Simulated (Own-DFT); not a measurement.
# Point defects and the pressure they add: zincblende GaAs

No measurement is shown. These are fixed-geometry runs of a retired plane-wave code named Own-DFT, which no person has reviewed; spin and spin-orbit coupling are neglected.

All runs used: PBE; PseudoDojo norm-conserving scalar-relativistic files; cutoff 42 hartree; 3 x 3 x 3 k mesh centred on Gamma; Fermi-Dirac smearing of 0.1 eV.

Keep in mind (not all hold for every row): not probed for a lower state with spin; forces not confirmed at this smearing and k mesh; stress not checked against mesh or cutoff.

All runs share one cell, with vectors in Å (10.862, 0.000, 0.000); (0.000, 10.862, 0.000); (0.000, 0.000, 11.796) and a volume of 1391.7 Å³, strained against the parent crystal. Atoms were moved at random from their sites; u is the rms move along one axis. The defect's site can differ from row to row.

```
                             cell     formula   u (Å)  P (GPa)
                        no defect    As32Ga32  0.0283     6.66
                        no defect    As32Ga32  0.0300     6.66
                        no defect    As32Ga32  0.0472     6.91
              one In on a Ga site  As32Ga31In  0.0292     7.38
              one In on a Ga site  As32Ga31In  0.0301     7.42
              one In on a Ga site  As32Ga31In  0.0323     7.47
one As vacancy and one Ga vacancy    As31Ga31  0.0293     5.90
one As vacancy and one Ga vacancy    As31Ga31  0.0308        ?
one As vacancy and one Ga vacancy    As31Ga31  0.0456     6.11
one As vacancy and one Ga vacancy    As31Ga31  0.0536     6.33
              one P on an As site   As31Ga32P  0.0318     6.38
              one P on an As site   As31Ga32P  0.0488     6.75
              one P on an As site   As31Ga32P  0.0491     6.68
              one Al on a Ga site  AlAs32Ga31  0.0287     6.67
              one Al on a Ga site  AlAs32Ga31  0.0296     6.69
              one Al on a Ga site  AlAs32Ga31  0.0536     7.12
```

## Working it out

P = P0 + c u² + a shift for each defect gives P0 = 6.46 GPa, c = 215 ± 12 GPa/Å² and a scatter of 0.03 GPa. The shifts, and each times the cell's volume:

- one In on a Ga site: 0.76 ± 0.03 GPa, 6.6 eV
- one Al on a Ga site: 0.04 ± 0.03 GPa, 0.3 eV (not resolved)
- one P on an As site: -0.27 ± 0.03 GPa, -2.4 eV
- one As vacancy and one Ga vacancy: -0.76 ± 0.03 GPa, -6.6 eV

A positive shift means that the defect pushes the cell outwards. Shift times volume (160.2 GPa Å³ is 1 eV) depends little on the cell's size, so, taken for each site, it can be compared between cells at like pressure. The atoms around the defects weren't relaxed, which would change these numbers.

## Prediction

Question: what pressure belongs in the blank (one As vacancy and one Ga vacancy, u = 0.0308 Å)?

The fitted form gives 5.90 ± 0.04 GPa. DFT gave 6.01 GPa.
